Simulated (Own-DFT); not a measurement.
# Misfit strain and the stress it brings: wurtzite AlGaN with randomly placed atoms, 96 atoms (Al12Ga36N48)

Calculated, not measured: single-point runs of Own-DFT, a retired in-house plane-wave DFT program that no person has reviewed, on unrelaxed cells, without spin or spin-orbit coupling.

Common settings: PBE; PseudoDojo norm-conserving scalar-relativistic files (stringent for Ga); cutoff 96 hartree; 3 x 4 x 3 k mesh centred on Gamma; Gaussian smearing of 0.01 eV.

Caveats: k mesh not checked against a denser one; stress not checked against mesh or cutoff.

Unstrained cell vectors in Å: (12.679, 0.000, 0.000); (-4.755, 8.235, 0.000); (0.000, 0.000, 10.268). The unstrained cell has measured lattice constants (interpolated for alloys), not those of this functional. That, the random moves and any unrelaxed bonds set the pressure at no strain. Each run strains x and y alike by e, as a substrate would, and holds the height along z. All atoms carry random offsets, Gaussian with a width of 0.05 Å per axis. The random placing of the alloy's atoms differs from row to row. Stress is positive in tension.

```
e (%)  u (Å)  (s_xx + s_yy)/2 (GPa)  s_zz (GPa)
-2.50  0.051                 -22.50      -10.80
-1.75  0.044                 -17.04       -9.59
-1.50  0.049                 -16.14       -8.64
-0.25  0.050                      ?           ?
 0.75  0.049                  -3.00       -6.43
 1.25  0.051                  -0.75       -5.02
 2.25  0.050                   4.19       -4.82
 2.50  0.053                   5.42       -5.62
 2.75  0.047                   6.35       -4.53
 3.00  0.055                   6.90       -3.55
```

## Worked fit

With e as a fraction, the in-plane stress is -7.0 + 551 e - 2568 e² GPa (errors 5 and 392, scatter 0.29), and s_zz is -7.4 + 115 e GPa (slope ± 11, scatter 0.64). At e = 0 the first slope is C11 + C12 and the second 2 C13, both with the ions held to the strained lattice and at the cell's own pressure. The term in e² is negative: the layer stiffens under compression and softens under tension. A free layer would change its height as e changes, and the in-plane slope would drop by 2 C13²/C33 to the biaxial modulus. At fixed height, a misfit of 1 % moves the in-plane stress by about 5.5 GPa and s_zz by 1.1 GPa.

## Test on the hidden row

The question: what are the two stresses at e = -0.25 %?

The fit gives -8.4 and -7.7 GPa. The hidden result is -8.62 and -6.26 GPa.
